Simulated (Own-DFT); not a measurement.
# One host, several defects: zincblende GaAs

Calculated, not measured: single-point runs of Own-DFT, a retired in-house plane-wave DFT program that no person has reviewed, on unrelaxed cells, without spin or spin-orbit coupling.

Common settings: PBE; PseudoDojo norm-conserving scalar-relativistic files; cutoff 42 hartree; 3 x 3 x 3 k mesh centred on Gamma; Fermi-Dirac smearing of 0.1 eV.

Limits (not all hold for every row): not probed for a lower state with spin; forces not confirmed at this smearing and k mesh; stress not checked against mesh or cutoff.

All runs share one cell, with vectors in Å (11.737, 0.000, 0.000); (0.000, 11.737, 0.000); (0.000, 0.000, 10.919) and a volume of 1504.3 Å³, strained against the parent crystal. u is the rms random offset of the atoms per axis. The defect's site can differ from row to row.

```
cell,formula,u (Å),P (GPa)
no defect,As32Ga32,0.0313,0.81
no defect,As32Ga32,0.0487,0.98
no defect,As32Ga32,0.0522,1.02
one In on a Ga site,As32Ga31In,0.0296,1.36
one In on a Ga site,As32Ga31In,0.0303,1.32
one In on a Ga site,As32Ga31In,0.0481,1.55
one In on a Ga site,As32Ga31In,0.0532,?
one Al on a Ga site,AlAs32Ga31,0.0297,0.74
one Al on a Ga site,AlAs32Ga31,0.0308,0.72
one Al on a Ga site,AlAs32Ga31,0.0502,1.03
one As vacancy and one Ga vacancy,As31Ga31,0.0318,0.48
one As vacancy and one Ga vacancy,As31Ga31,0.0461,0.55
one As vacancy and one Ga vacancy,As31Ga31,0.0477,0.80
one P on an As site,As31Ga32P,0.0287,0.53
one P on an As site,As31Ga32P,0.0492,0.82
one P on an As site,As31Ga32P,0.0495,0.80
```

## Worked fit

P = P0 + c u² + a shift for each defect gives P0 = 0.61 GPa, c = 160 ± 22 GPa/Å² and a scatter of 0.06 GPa. The shifts, and each times the cell's volume:

- one In on a Ga site: 0.58 ± 0.05 GPa, 5.4 eV
- one Al on a Ga site: -0.01 ± 0.05 GPa, -0.1 eV (not resolved)
- one P on an As site: -0.20 ± 0.05 GPa, -1.9 eV
- one As vacancy and one Ga vacancy: -0.28 ± 0.05 GPa, -2.7 eV

A positive shift means that the defect pushes the cell outwards. Shift times volume (160.2 GPa Å³ is 1 eV) depends little on the cell's size, so, taken for each site, it can be compared between cells at like pressure. The atoms around the defects weren't relaxed, which would change these numbers.

## Withheld run

Question: what pressure belongs in the blank (one In on a Ga site, u = 0.0532 Å)?

The fit gives 1.64 ± 0.08 GPa. The run itself gave 1.77 GPa.
